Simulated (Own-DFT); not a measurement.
Hf32O63 (monoclinic hafnia with one vacancy, atoms displaced) (calculated)

A calculation, not a measurement: plane-wave density functional theory by an unreviewed code, no spin, of a simulated periodic cell, stress positive in tension, run twice, with PBE and with PBEsol, both on files made for PBE, so the change isn't that of files made for PBEsol, defect cell not probed for a lower state with spin; hafnium file: forces about 75 meV/angstrom off all-electron values; oxygen file: force components 24 meV/angstrom off all-electron in one glass; forces on such cells passed a denser k mesh, this cell's mesh not checked; the far tail of each file's local potential was reset to the Coulomb form; each entry is a single point on an unrelaxed cell, so the pressure reflects the starting lattice, mostly measured values (interpolated for alloys), from which strain is counted, and rises with the displacements; printed positions are rounded, which can move forces by about a meV/angstrom; the program, named Own-DFT, is a retired in-house code; no spin-orbit coupling; stress was not checked against mesh or cutoff. Program: Own-DFT development build.

Settings shared by all entries: functional PBE, then PBEsol; potential files PseudoDojo norm-conserving, scalar-relativistic, standard set; wave cutoff 72 hartree; occupations Fermi-Dirac; smearing width 0.1 eV; k mesh 2 x 2 x 2 centred on Gamma.

(1) Hf32O63 (monoclinic hafnia with one vacancy, atoms displaced)

```cif
# cell vector a (Å): 10.2340 0.0000 0.0000
# cell vector b (Å): 0.0000 10.3500 0.0000
# cell vector c (Å): -1.6955 0.0000 10.4453
data_Hf32O63
_symmetry_space_group_name_H-M 'P 1'
_symmetry_Int_Tables_number 1
_cell_length_a 10.2340
_cell_length_b 10.3500
_cell_length_c 10.5820
_cell_angle_alpha 90.000
_cell_angle_beta 99.220
_cell_angle_gamma 90.000
_cell_volume 1106.39
loop_
_atom_site_label
_atom_site_type_symbol
_atom_site_fract_x
_atom_site_fract_y
_atom_site_fract_z
_atom_site_occupancy
Hf1 Hf 0.13685 0.01756 0.10155 1
Hf2 Hf 0.36373 0.27193 0.14455 1
Hf3 Hf 0.35934 0.47930 0.39478 1
Hf4 Hf 0.13703 0.23450 0.34955 1
O1 O 0.03477 0.16981 0.16857 1
O2 O 0.45844 0.41405 0.07289 1
O3 O 0.46472 0.33607 0.32899 1
O4 O 0.03973 0.08452 0.42574 1
O5 O 0.22646 0.38021 0.24069 1
O6 O 0.27320 0.13086 0.00950 1
O7 O 0.27531 0.12281 0.25469 1
O8 O 0.22271 0.36897 0.48760 1
Hf5 Hf 0.13994 0.02117 0.60049 1
Hf6 Hf 0.36005 0.27884 0.64738 1
Hf7 Hf 0.36895 0.47781 0.89792 1
Hf8 Hf 0.13633 0.23351 0.85704 1
O9 O 0.03879 0.16432 0.67067 1
O10 O 0.45936 0.41668 0.57714 1
O11 O 0.46702 0.33342 0.82605 1
O12 O 0.03401 0.08746 0.92541 1
O13 O 0.22555 0.38402 0.73768 1
O14 O 0.27370 0.13642 0.50713 1
O15 O 0.27511 0.12536 0.75995 1
O16 O 0.22161 0.37245 0.98701 1
Hf9 Hf 0.13829 0.51935 0.10370 1
Hf10 Hf 0.35918 0.77060 0.14314 1
Hf11 Hf 0.36277 0.97798 0.39092 1
Hf12 Hf 0.13908 0.72437 0.36180 1
O17 O 0.03900 0.66253 0.17646 1
O18 O 0.45963 0.91340 0.07441 1
O19 O 0.46440 0.83546 0.32511 1
O20 O 0.03839 0.57859 0.42284 1
O21 O 0.22295 0.87710 0.23558 1
O22 O 0.27718 0.62809 0.00893 1
O23 O 0.27577 0.62021 0.26011 1
Hf13 Hf 0.14305 0.52263 0.60968 1
Hf14 Hf 0.36014 0.76804 0.64862 1
Hf15 Hf 0.35924 0.97840 0.89611 1
Hf16 Hf 0.13401 0.73289 0.85755 1
O24 O 0.02899 0.66270 0.66930 1
O25 O 0.46397 0.91419 0.57678 1
O26 O 0.45950 0.83548 0.82452 1
O27 O 0.04288 0.58233 0.92532 1
O28 O 0.22843 0.88164 0.74260 1
O29 O 0.27589 0.62806 0.50702 1
O30 O 0.27445 0.61810 0.76512 1
O31 O 0.22083 0.87003 0.99459 1
Hf17 Hf 0.63966 0.01948 0.10259 1
Hf18 Hf 0.85773 0.27246 0.14621 1
Hf19 Hf 0.86370 0.48247 0.39362 1
Hf20 Hf 0.64167 0.22403 0.35416 1
O32 O 0.54043 0.16220 0.17261 1
O33 O 0.96529 0.41697 0.07756 1
O34 O 0.96945 0.33428 0.32642 1
O35 O 0.53614 0.08380 0.42058 1
O36 O 0.72111 0.37930 0.23582 1
O37 O 0.77244 0.13429 0.01237 1
O38 O 0.77633 0.11902 0.25963 1
O39 O 0.72554 0.37589 0.49029 1
Hf21 Hf 0.63989 0.01775 0.60519 1
Hf22 Hf 0.86273 0.26614 0.64944 1
Hf23 Hf 0.86054 0.48022 0.90472 1
Hf24 Hf 0.63934 0.23187 0.85250 1
O40 O 0.53810 0.16378 0.67159 1
O41 O 0.96402 0.41457 0.57720 1
O42 O 0.96423 0.33545 0.82710 1
O43 O 0.53644 0.08454 0.93360 1
O44 O 0.72757 0.37837 0.74328 1
O45 O 0.77545 0.13076 0.50909 1
O46 O 0.77976 0.12375 0.76243 1
O47 O 0.72326 0.37032 0.99403 1
Hf25 Hf 0.63929 0.51821 0.10458 1
Hf26 Hf 0.86082 0.76675 0.14897 1
Hf27 Hf 0.86089 0.97689 0.39758 1
Hf28 Hf 0.63599 0.72921 0.35490 1
O48 O 0.53283 0.66482 0.16822 1
O49 O 0.96497 0.91626 0.07341 1
O50 O 0.96565 0.83031 0.32364 1
O51 O 0.53770 0.58456 0.42812 1
O52 O 0.72404 0.87906 0.23422 1
O53 O 0.76985 0.63324 0.01229 1
O54 O 0.77426 0.62182 0.26188 1
O55 O 0.72606 0.86702 0.48904 1
Hf29 Hf 0.63229 0.51613 0.60234 1
Hf30 Hf 0.86561 0.77226 0.65253 1
Hf31 Hf 0.86322 0.98087 0.89212 1
Hf32 Hf 0.64169 0.73029 0.85960 1
O56 O 0.53928 0.66446 0.67491 1
O57 O 0.96306 0.91571 0.58048 1
O58 O 0.95755 0.83573 0.82630 1
O59 O 0.54178 0.58256 0.92864 1
O60 O 0.72410 0.87807 0.74032 1
O61 O 0.77619 0.62863 0.51607 1
O62 O 0.78404 0.61713 0.76337 1
O63 O 0.72215 0.87319 0.99022 1
```

The calculation gives: PBE pressure 4.11 GPa; PBE stress xx -3.68 GPa; PBE stress yy -3.97 GPa; PBE stress zz -4.67 GPa; PBE stress yz 0.17 GPa; PBE stress xz -0.26 GPa; PBE stress xy 0.25 GPa; PBEsol pressure -2.28 GPa; PBEsol stress xx 2.71 GPa; PBEsol stress yy 2.37 GPa; PBEsol stress zz 1.75 GPa; PBEsol stress yz 0.14 GPa; PBEsol stress xz 0.1 GPa; PBEsol stress xy 0.23 GPa; rms change of force components from PBE to PBEsol 0.045 eV/Å.

Force:
```csv
force element,PBE force x (eV/Å),PBE force y (eV/Å),PBE force z (eV/Å),PBEsol force x (eV/Å),PBEsol force y (eV/Å),PBEsol force z (eV/Å)
Hf,-0.16,1.175,0.926,-0.147,1.19,0.869
Hf,-0.376,-1.28,0.692,-0.386,-1.209,0.702
Hf,0.332,-0.23,-0.428,0.309,-0.277,-0.398
Hf,0.557,-1.383,0.281,0.549,-1.381,0.257
O,-0.284,-0.104,0.037,-0.272,-0.082,0.088
O,1.372,0.522,0.546,1.323,0.525,0.474
O,0.604,-0.443,-0.355,0.564,-0.44,-0.397
O,-1.013,-0.647,-0.641,-0.978,-0.642,-0.556
O,-0.055,-0.046,-0.467,0.005,-0.052,-0.448
O,0.249,-0.09,-0.073,0.178,-0.089,-0.07
O,0.107,-0.392,0.467,0.045,-0.379,0.455
O,0.068,1.07,0.372,0.137,1.05,0.36
Hf,0.382,0.72,0.33,0.291,0.873,0.365
Hf,-0.347,-2.492,-0.697,-0.355,-2.381,-0.666
Hf,-1.097,0.674,-0.316,-1.076,0.612,-0.277
Hf,0.323,-0.792,-0.585,0.318,-0.825,-0.584
O,-0.743,0.45,0.428,-0.717,0.447,0.459
O,0.543,0.504,0.002,0.519,0.505,-0.045
O,0.103,0.197,0.155,0.09,0.185,0.104
O,-0.202,-0.224,-0.691,-0.188,-0.238,-0.628
O,0.057,-0.568,0.541,0.127,-0.551,0.512
O,0.44,-0.914,0.304,0.35,-0.886,0.302
O,0.213,-0.203,0.274,0.139,-0.197,0.266
O,0.242,0.057,0.186,0.294,0.056,0.177
Hf,0.674,0.327,0.407,0.658,0.371,0.371
Hf,0.115,-0.434,0.374,0.102,-0.37,0.376
Hf,-0.573,0.599,0.386,-0.434,0.602,0.319
Hf,0.391,0.638,-1.53,0.335,0.434,-1.636
O,-0.845,0.335,-0.272,-0.808,0.339,-0.21
O,0.554,0.251,0.164,0.517,0.251,0.107
O,0.386,-0.395,0.007,0.36,-0.39,-0.033
O,-0.089,0.259,0.091,-0.072,0.256,0.133
O,-0.133,0.024,1.072,-0.051,0.025,1.026
O,0.088,0.277,0.205,0.021,0.273,0.208
O,0.137,0.048,0.307,0.061,0.044,0.313
Hf,-1.596,-0.798,-0.9,-1.556,-0.747,-0.896
Hf,1.041,0.509,-0.244,1.089,0.497,-0.11
Hf,0.572,1.022,0.151,0.559,0.941,0.176
Hf,0.769,-0.874,-0.29,0.765,-0.914,-0.289
O,1.046,0.387,0.881,1.025,0.39,0.908
O,-0.169,-0.076,-0.178,-0.156,-0.064,-0.206
O,1.261,-0.619,0.602,1.207,-0.615,0.538
O,-1.229,0.119,-0.428,-1.183,0.112,-0.36
O,-0.974,-0.413,-0.654,-0.873,-0.406,-0.626
O,-0.027,0.506,1.001,-0.102,0.481,0.972
O,-0.013,0.931,-0.508,-0.075,0.909,-0.507
O,-0.129,-0.078,-1.174,-0.066,-0.072,-1.141
Hf,-0.326,0.018,0.092,-0.312,0.083,0.06
Hf,1.004,-0.872,0.157,0.971,-0.81,0.161
Hf,-0.297,-0.803,1.616,-0.293,-0.828,1.615
Hf,-0.776,1.024,0.111,-0.757,0.934,0.085
O,-1.112,1.046,0.407,-1.065,1.03,0.443
O,-0.261,-0.019,0.278,-0.265,0.001,0.216
O,-1.33,0.693,-0.175,-1.295,0.664,-0.218
O,-0.038,-0.359,0.315,-0.023,-0.359,0.346
O,0.271,-0.216,0.731,0.335,-0.214,0.693
O,0.491,-0.422,-0.447,0.409,-0.404,-0.427
O,0.454,0.043,0.476,0.368,0.051,0.466
O,-0.22,-0.881,-0.456,-0.155,-0.849,-0.442
Hf,-1.003,0.286,-0.46,-0.988,0.331,-0.473
Hf,0.74,1.527,-0.839,0.717,1.535,-0.789
Hf,0.769,-0.105,-1.885,0.746,-0.154,-1.831
Hf,-0.276,-0.981,0.292,-0.254,-0.993,0.261
O,-0.274,0.364,0.287,-0.238,0.363,0.332
O,0.587,0.164,0.109,0.563,0.181,0.063
O,0.028,0.117,0.426,0.022,0.087,0.376
O,-0.442,0.394,-1.79,-0.417,0.354,-1.689
O,-0.639,-0.196,0.112,-0.566,-0.214,0.122
O,0.151,-0.597,0.154,0.087,-0.592,0.145
O,-0.157,-0.492,-0.129,-0.204,-0.469,-0.124
O,-0.007,0.485,-0.46,0.062,0.485,-0.438
Hf,-0.983,0.632,0.625,-0.945,0.675,0.577
Hf,0.953,1.095,-0.266,0.914,1.116,-0.224
Hf,0.937,0.106,-0.373,0.898,0.062,-0.337
Hf,-0.044,-0.293,0.076,-0.038,-0.332,0.058
O,0.213,-0.107,0.61,0.22,-0.094,0.637
O,-0.589,-0.613,0.185,-0.571,-0.573,0.127
O,-0.219,0.516,0.909,-0.231,0.474,0.833
O,-0.731,0.002,-0.846,-0.697,-0.016,-0.772
O,0.037,-0.541,1.015,0.105,-0.536,0.986
O,0.948,-0.63,0.223,0.852,-0.624,0.217
O,0.135,-0.005,-0.173,0.078,0.002,-0.173
O,-0.18,0.646,-0.103,-0.112,0.641,-0.107
Hf,1.793,0.687,0.659,1.755,0.729,0.603
Hf,-1.334,-1.413,-1.895,-1.302,-1.339,-1.829
Hf,-0.671,0.656,1.505,-0.648,0.589,1.491
Hf,-0.585,0.06,-1.307,-0.554,0.011,-1.286
O,-0.59,0.332,0.377,-0.571,0.333,0.407
O,0.705,0.526,-0.378,0.67,0.528,-0.417
O,1.613,-0.637,0.723,1.561,-0.632,0.652
O,-0.705,-0.102,-0.959,-0.678,-0.119,-0.876
O,-0.389,0.338,0.058,-0.31,0.329,0.058
O,0.083,0.028,-0.651,0.021,0.018,-0.64
O,-0.726,0.555,0.757,-0.764,0.553,0.757
O,0.419,-0.163,-0.455,0.463,-0.166,-0.447
```

(2) Hf32O63 (monoclinic hafnia with one vacancy, atoms displaced)

```cif
# cell vector a (Å): 10.2340 0.0000 0.0000
# cell vector b (Å): 0.0000 10.3500 0.0000
# cell vector c (Å): -1.6955 0.0000 10.4453
data_Hf32O63
_symmetry_space_group_name_H-M 'P 1'
_symmetry_Int_Tables_number 1
_cell_length_a 10.2340
_cell_length_b 10.3500
_cell_length_c 10.5820
_cell_angle_alpha 90.000
_cell_angle_beta 99.220
_cell_angle_gamma 90.000
_cell_volume 1106.39
loop_
_atom_site_label
_atom_site_type_symbol
_atom_site_fract_x
_atom_site_fract_y
_atom_site_fract_z
_atom_site_occupancy
Hf1 Hf 0.13580 0.01652 0.10537 1
Hf2 Hf 0.36776 0.27152 0.14711 1
Hf3 Hf 0.35862 0.48140 0.39364 1
Hf4 Hf 0.13725 0.22867 0.35125 1
O1 O 0.03468 0.16323 0.17308 1
O2 O 0.46064 0.41014 0.07516 1
O3 O 0.46504 0.33426 0.32425 1
O4 O 0.03656 0.08601 0.41928 1
O5 O 0.22333 0.37424 0.24396 1
O6 O 0.27690 0.12032 0.25696 1
O7 O 0.22634 0.37541 0.48990 1
Hf5 Hf 0.14148 0.01895 0.60167 1
Hf6 Hf 0.35857 0.26840 0.64333 1
Hf7 Hf 0.36146 0.47836 0.89650 1
Hf8 Hf 0.13443 0.23326 0.85602 1
O8 O 0.03500 0.16574 0.67054 1
O9 O 0.46193 0.41335 0.57956 1
O10 O 0.46108 0.33441 0.82798 1
O11 O 0.03965 0.08226 0.92647 1
O12 O 0.22250 0.37969 0.74029 1
O13 O 0.27381 0.13035 0.50795 1
O14 O 0.27737 0.12421 0.75517 1
O15 O 0.22110 0.36831 0.98462 1
Hf9 Hf 0.13960 0.51643 0.09982 1
Hf10 Hf 0.36270 0.77084 0.14570 1
Hf11 Hf 0.36566 0.98608 0.39930 1
Hf12 Hf 0.13616 0.73240 0.35293 1
O16 O 0.04222 0.66645 0.17503 1
O17 O 0.46500 0.91730 0.07528 1
O18 O 0.46046 0.83578 0.32683 1
O19 O 0.04231 0.58213 0.42082 1
O20 O 0.22305 0.87425 0.23430 1
O21 O 0.27682 0.62562 0.01010 1
O22 O 0.27138 0.62325 0.26318 1
O23 O 0.22189 0.86929 0.49235 1
Hf13 Hf 0.14063 0.52735 0.59801 1
Hf14 Hf 0.35774 0.76676 0.64125 1
Hf15 Hf 0.36318 0.98201 0.89609 1
Hf16 Hf 0.13934 0.72595 0.85212 1
O24 O 0.03952 0.66758 0.67833 1
O25 O 0.46608 0.91457 0.57818 1
O26 O 0.46302 0.83500 0.83202 1
O27 O 0.03684 0.58308 0.91825 1
O28 O 0.22702 0.87829 0.73863 1
O29 O 0.27527 0.63102 0.50741 1
O30 O 0.27508 0.62395 0.75789 1
O31 O 0.22507 0.86970 0.99177 1
Hf17 Hf 0.63732 0.02286 0.10349 1
Hf18 Hf 0.86433 0.26861 0.14860 1
Hf19 Hf 0.85924 0.47759 0.40061 1
Hf20 Hf 0.63559 0.22950 0.35488 1
O32 O 0.53131 0.16367 0.17223 1
O33 O 0.95907 0.41883 0.07825 1
O34 O 0.96787 0.33053 0.32347 1
O35 O 0.53756 0.07969 0.42429 1
O36 O 0.71996 0.38138 0.23721 1
O37 O 0.77791 0.12756 0.00453 1
O38 O 0.77706 0.12099 0.26485 1
O39 O 0.72141 0.37485 0.49033 1
Hf21 Hf 0.63890 0.01734 0.60101 1
Hf22 Hf 0.86323 0.27040 0.64212 1
Hf23 Hf 0.86400 0.48471 0.89143 1
Hf24 Hf 0.63412 0.22475 0.85420 1
O40 O 0.54155 0.17186 0.67233 1
O41 O 0.96170 0.41268 0.57956 1
O42 O 0.95967 0.33111 0.82718 1
O43 O 0.53591 0.08790 0.92268 1
O44 O 0.72132 0.38101 0.73755 1
O45 O 0.77606 0.12783 0.50860 1
O46 O 0.77191 0.12317 0.76187 1
O47 O 0.72101 0.37443 0.98861 1
Hf25 Hf 0.63760 0.51304 0.10641 1
Hf26 Hf 0.86116 0.76730 0.14584 1
Hf27 Hf 0.86256 0.98533 0.39864 1
Hf28 Hf 0.63943 0.73217 0.35345 1
O48 O 0.53801 0.66404 0.16614 1
O49 O 0.96202 0.91969 0.07135 1
O50 O 0.96430 0.82966 0.32725 1
O51 O 0.54208 0.58641 0.42746 1
O52 O 0.71799 0.88056 0.23861 1
O53 O 0.77602 0.63041 0.01408 1
O54 O 0.77548 0.61709 0.26073 1
O55 O 0.72258 0.86985 0.49183 1
Hf29 Hf 0.63727 0.51749 0.60529 1
Hf30 Hf 0.85957 0.76827 0.64551 1
Hf31 Hf 0.86174 0.98140 0.89663 1
Hf32 Hf 0.63783 0.72977 0.85556 1
O56 O 0.53959 0.66160 0.67334 1
O57 O 0.96487 0.91557 0.57372 1
O58 O 0.96934 0.83696 0.82446 1
O59 O 0.53964 0.58303 0.92321 1
O60 O 0.72165 0.88031 0.73962 1
O61 O 0.77695 0.62919 0.50650 1
O62 O 0.78117 0.62227 0.76059 1
O63 O 0.72063 0.87124 0.99126 1
```

It finds PBE pressure 3.94 GPa; PBE stress xx -3.76 GPa; PBE stress yy -3.76 GPa; PBE stress zz -4.31 GPa; PBE stress yz 0.48 GPa; PBE stress xz -0.14 GPa; PBE stress xy -0.35 GPa; PBEsol pressure -2.43 GPa; PBEsol stress xx 2.64 GPa; PBEsol stress yy 2.58 GPa; PBEsol stress zz 2.09 GPa; PBEsol stress yz 0.45 GPa; PBEsol stress xz 0.21 GPa; PBEsol stress xy -0.36 GPa; rms change of force components from PBE to PBEsol 0.045 eV/Å.

Force:
```csv
force element,PBE force x (eV/Å),PBE force y (eV/Å),PBE force z (eV/Å),PBEsol force x (eV/Å),PBEsol force y (eV/Å),PBEsol force z (eV/Å)
Hf,0.974,0.451,-0.383,0.838,0.412,-0.337
Hf,-2.113,-0.981,-0.542,-1.995,-0.807,-0.385
Hf,0.734,-0.021,0.478,0.685,-0.069,0.495
Hf,0.65,0.301,-0.015,0.63,0.252,-0.052
O,-0.262,0.259,-0.029,-0.248,0.268,0.026
O,0.825,1.08,-0.118,0.786,1.055,-0.154
O,0.192,0.18,0.685,0.18,0.145,0.604
O,-0.562,-0.765,0.324,-0.548,-0.758,0.362
O,0.332,0.868,-0.964,0.387,0.841,-0.931
O,0.064,-0.255,0.323,-0.005,-0.244,0.331
O,-0.381,-0.429,-0.288,-0.299,-0.403,-0.284
Hf,-0.891,0.093,0.84,-0.861,0.129,0.791
Hf,0.349,0.781,1.006,0.333,0.813,1.008
Hf,0.615,0.106,-0.945,0.595,0.045,-0.902
Hf,0.26,-1.06,-0.763,0.183,-0.995,-0.854
O,-0.06,-0.171,-0.131,-0.057,-0.144,-0.086
O,0.573,0.759,-0.671,0.553,0.75,-0.696
O,0.257,-0.329,-0.104,0.236,-0.33,-0.142
O,-0.061,0.381,-0.645,-0.071,0.357,-0.584
O,-0.085,0.444,-0.513,-0.016,0.42,-0.489
O,0.385,-0.166,-0.162,0.314,-0.172,-0.153
O,-0.207,-0.561,0.915,-0.253,-0.543,0.878
O,0.074,0.229,1.055,0.127,0.243,1.01
Hf,-0.81,0.383,0.967,-0.79,0.425,0.917
Hf,0.114,0.049,-0.265,0.097,0.103,-0.237
Hf,-0.795,-1.392,-0.938,-0.759,-1.4,-0.886
Hf,0.406,0.12,-0.451,0.399,0.06,-0.476
O,-1.017,-0.013,-1.118,-0.984,0.006,-1.033
O,0.154,0.218,0.255,0.15,0.226,0.193
O,0.639,-0.332,0.092,0.618,-0.331,0.038
O,-1.419,-0.679,0.22,-1.361,-0.664,0.283
O,-0.198,0.427,0.825,-0.137,0.402,0.782
O,0.002,-0.013,0.162,-0.062,-0.024,0.153
O,1.095,-0.854,-0.379,1.003,-0.831,-0.361
O,0.425,0.518,-0.363,0.468,0.508,-0.335
Hf,-0.548,-1.421,1.255,-0.516,-1.336,1.197
Hf,1.11,0.749,1.299,1.049,0.778,1.286
Hf,-0.673,-0.389,-0.216,-0.569,-0.543,-0.258
Hf,0.128,1.51,0.615,0.12,1.423,0.557
O,-0.7,-0.347,-1.437,-0.663,-0.321,-1.345
O,-0.227,0.127,-0.005,-0.223,0.144,-0.062
O,0.527,-0.587,-0.563,0.5,-0.567,-0.579
O,-0.14,-0.445,0.554,-0.131,-0.449,0.58
O,-0.152,0.262,-0.192,-0.083,0.247,-0.2
O,0.525,-0.13,0.197,0.441,-0.133,0.201
O,0.609,-0.451,-0.086,0.525,-0.421,-0.098
O,0.228,0.127,-0.459,0.286,0.129,-0.437
Hf,0.351,-0.941,-0.148,0.345,-0.899,-0.17
Hf,-0.099,0.465,-1.131,-0.079,0.505,-1.066
Hf,0.759,0.48,-0.953,0.709,0.437,-0.9
Hf,0.307,0.229,-0.105,0.304,0.182,-0.133
O,0.699,-0.034,0.499,0.688,-0.006,0.535
O,0.878,0.183,-0.07,0.858,0.185,-0.117
O,-1.055,0.915,0.697,-1.029,0.857,0.619
O,0.114,0.735,-0.567,0.108,0.698,-0.502
O,0.426,-1.468,1.297,0.468,-1.429,1.26
O,-0.341,0.341,1.261,-0.396,0.313,1.22
O,-0.381,0.634,-0.763,-0.429,0.624,-0.732
O,0.113,-0.98,-0.759,0.179,-0.944,-0.743
Hf,-0.096,0.445,1.639,-0.089,0.467,1.575
Hf,-0.783,-0.592,1.466,-0.757,-0.524,1.459
Hf,-1.16,-1.315,0.713,-1.138,-1.325,0.715
Hf,1.115,2.109,-0.47,1.098,2.003,-0.495
O,-0.851,-0.526,-0.822,-0.824,-0.5,-0.735
O,1.12,1.332,-0.693,1.061,1.299,-0.733
O,0.118,0.156,0.177,0.124,0.143,0.121
O,-1.032,-0.978,0.472,-0.995,-0.972,0.505
O,0.467,-0.105,0.117,0.518,-0.094,0.094
O,-0.048,0.286,0.018,-0.102,0.264,0.006
O,0.669,-0.456,-0.466,0.579,-0.442,-0.445
O,0.165,-0.58,-0.074,0.206,-0.551,-0.061
Hf,0.413,1.315,-1.174,0.429,1.333,-1.169
Hf,0.326,0.435,0.047,0.309,0.459,0.065
Hf,0.508,-1.455,-0.327,0.493,-1.446,-0.283
Hf,-0.374,-0.473,-0.419,-0.35,-0.51,-0.42
O,-0.791,0.592,0.835,-0.763,0.586,0.86
O,-0.579,-1.132,0.975,-0.559,-1.075,0.895
O,-0.85,0.821,-0.019,-0.818,0.774,-0.072
O,-1.332,-0.482,-0.893,-1.28,-0.484,-0.821
O,0.599,-0.076,0.248,0.634,-0.083,0.235
O,0.315,-0.254,-0.436,0.248,-0.249,-0.421
O,0.243,0.38,0.245,0.172,0.376,0.24
O,0.172,0.183,-0.255,0.22,0.187,-0.243
Hf,-0.31,0.119,0.206,-0.301,0.157,0.178
Hf,0.589,0.702,0.428,0.563,0.731,0.449
Hf,0.393,-0.309,-0.672,0.385,-0.339,-0.615
Hf,-0.482,0.001,0.155,-0.47,-0.044,0.139
O,-1.032,1.001,0.204,-0.989,0.982,0.24
O,0.066,0.014,0.232,0.057,0.038,0.175
O,-0.448,-0.052,-0.048,-0.445,-0.08,-0.093
O,-0.847,-0.449,-0.21,-0.817,-0.446,-0.157
O,0.37,-0.36,-0.004,0.423,-0.358,-0.015
O,0.527,-0.034,0.535,0.454,-0.043,0.515
O,-0.114,0.407,-0.161,-0.16,0.401,-0.153
O,0.236,0.142,-0.143,0.283,0.143,-0.141
```
